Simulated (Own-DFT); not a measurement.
# Strain and stress in wurtzite GaN, 96 atoms (Ga48N48)

Source: density functional calculations with Own-DFT, an unreviewed in-house program that is no longer used. Nothing was measured or relaxed, and spin and spin-orbit coupling are left out.

Settings: PBE; PseudoDojo norm-conserving scalar-relativistic files; cutoff 42 hartree; 3 x 4 x 3 k mesh centred on Gamma; Fermi-Dirac smearing of 0.1 eV.

Caveats: forces on such cells passed a denser k mesh, each cell not checked; stress not checked against mesh or cutoff.

Unstrained cell vectors in Å: (12.756, 0.000, 0.000); (-4.784, 8.285, 0.000); (0.000, 0.000, 10.370). The unstrained cell has measured lattice constants (interpolated for alloys), not those of this functional. That, the random moves and any unrelaxed bonds set the pressure at no strain. The cell is deformed uniformly in each run, and the atoms keep their fractional places. Each atom got a random Gaussian move of width 0.05 Å along each axis. Strains are tensor components in per cent; tension counts as positive stress, and P is minus the mean normal stress.

| run | e_xx (%) | e_yy (%) | e_zz (%) | e_yz (%) | e_xz (%) | e_xy (%) | s_xx (GPa) | s_yy (GPa) | s_zz (GPa) | s_yz (GPa) | s_xz (GPa) | s_xy (GPa) | P (GPa) | E (meV/atom) |
|---|---|---|---|---|---|---|---|---|---|---|---|---|---|---|
| 1 | -1.65 | -1.20 | -1.95 | -0.40 | 0.51 | -1.10 | -17.89 | -17.04 | -20.59 | -0.45 | 2.45 | -3.73 | 18.51 | 56.7 |
| 2 | -0.26 | 0.16 | 1.45 | 1.89 | 0.93 | 0.95 | -6.18 | -5.69 | -1.83 | 3.28 | 2.08 | 2.75 | 4.56 | 0.0 |
| 3 | -1.60 | -1.85 | -0.73 | 1.11 | 1.97 | -0.57 | -18.14 | -17.57 | -14.09 | 1.98 | 4.99 | -2.30 | 16.60 | 42.6 |
| 4 | 0.28 | -1.32 | 0.90 | 0.56 | 1.29 | -1.05 | -6.30 | -13.16 | -5.16 | 1.40 | 2.69 | -3.55 | 8.20 | 21.4 |
| 5 | -0.96 | 1.47 | 0.72 | 1.07 | -1.83 | 1.04 | -10.11 | -2.39 | -4.22 | 2.30 | -3.05 | 3.53 | 5.57 | 17.5 |
| 6 | 1.73 | -1.86 | 0.48 | -0.86 | 0.68 | 1.12 | -3.51 | -12.61 | -5.39 | -2.53 | 1.86 | 2.80 | 7.17 | 20.5 |
| 7 | -0.48 | -1.33 | -1.85 | 0.91 | -0.18 | -0.94 | -12.61 | -17.02 | -18.42 | 3.50 | -0.09 | -5.25 | 16.02 | 53.5 |
| 8 | 0.83 | 0.28 | -0.98 | 1.61 | -0.76 | -0.71 | -4.43 | -6.37 | -12.86 | 3.34 | -2.28 | -1.72 | 7.89 | 32.1 |
| 9 | 0.79 | -1.23 | -0.76 | -0.01 | -1.98 | -1.24 | -5.89 | -13.91 | -13.72 | -0.81 | -4.30 | -4.40 | 11.17 | 47.5 |
| 10 | 1.97 | -1.44 | -1.88 | 0.03 | 1.10 | 0.08 | -2.11 | -11.92 | -18.31 | -0.31 | 2.35 | 0.97 | 10.78 | 29.3 |
| 11 | -0.62 | -0.50 | -1.70 | 0.17 | 1.98 | 0.41 | -11.17 | -13.06 | -16.70 | 0.25 | 4.52 | 1.00 | 13.64 | 38.5 |
| 12 | 1.14 | -0.42 | -1.46 | -1.01 | -1.25 | 0.14 | -5.09 | -8.58 | -14.24 | -2.72 | -2.85 | -0.18 | 9.30 | 22.0 |
| 13 | -1.29 | -0.06 | 1.45 | -1.07 | 0.54 | -0.56 | -11.16 | -8.56 | -3.10 | -2.83 | 0.74 | -1.52 | 7.61 | 16.9 |
| 14 | -1.94 | -0.99 | 0.80 | 1.67 | -1.54 | 0.34 | -16.67 | -14.11 | -7.41 | 4.61 | -3.53 | 0.80 | 12.73 | 40.7 |
| 15 | -0.54 | -1.19 | 0.29 | -0.70 | -0.08 | -1.63 | -13.56 | -13.64 | -7.10 | -1.12 | 0.05 | -5.52 | 11.44 | 48.3 |
| 16 | -0.08 | -0.62 | 1.39 | -0.77 | 1.26 | 0.96 | ? | ? | ? | ? | ? | ? | ? | ? |

E is the free energy for each atom above the lowest run shown.

## Fit

Least squares on the runs shown: each stress against a constant and the strains, taken as fractions with shears doubled. Shear strains stay in the fit of a normal stress only where such slopes are resolved. The slopes, in GPa:

```
stress,at no strain,per e_xx,per e_yy,per e_zz,scatter
s_xx,-7.5,429 ± 25,147 ± 34,75 ± 25,1.11
s_yy,-7.9,148 ± 18,427 ± 25,92 ± 18,0.81
s_zz,-8.5,70 ± 19,72 ± 27,483 ± 20,0.87
```

The slope of each shear stress on twice its own strain, from a fit on all six strains: yz 116 ± 9, xz 109 ± 6, xy 153 ± 14 GPa. These are stiffnesses along x, y and z of the frame in which the cell vectors are given, with the crystal's c axis along z: C11, C12, C13 and C33. Hexagonal symmetry asks that xx and yy behave alike, which is a second check on the noise. The atoms are held to the strained lattice; where symmetry lets them move under strain, relaxing them would lower some slopes. Symmetry asks for nearly equal slopes across the diagonal; the mismatch is a measure of noise. A ninth of the table's sum, 216 ± 5 GPa, estimates the bulk modulus near the mean pressure of these runs, 10.7 GPa, so it lies above the value at zero pressure.

## Check

The question: what normal stresses and pressure should run 16 give?

The fitted form gives s_xx = -7.7, s_yy = -9.3, s_zz = -2.3 and P = 6.4 GPa. The hidden result is -8.66, -8.73, -1.73 and P = 6.37 GPa.
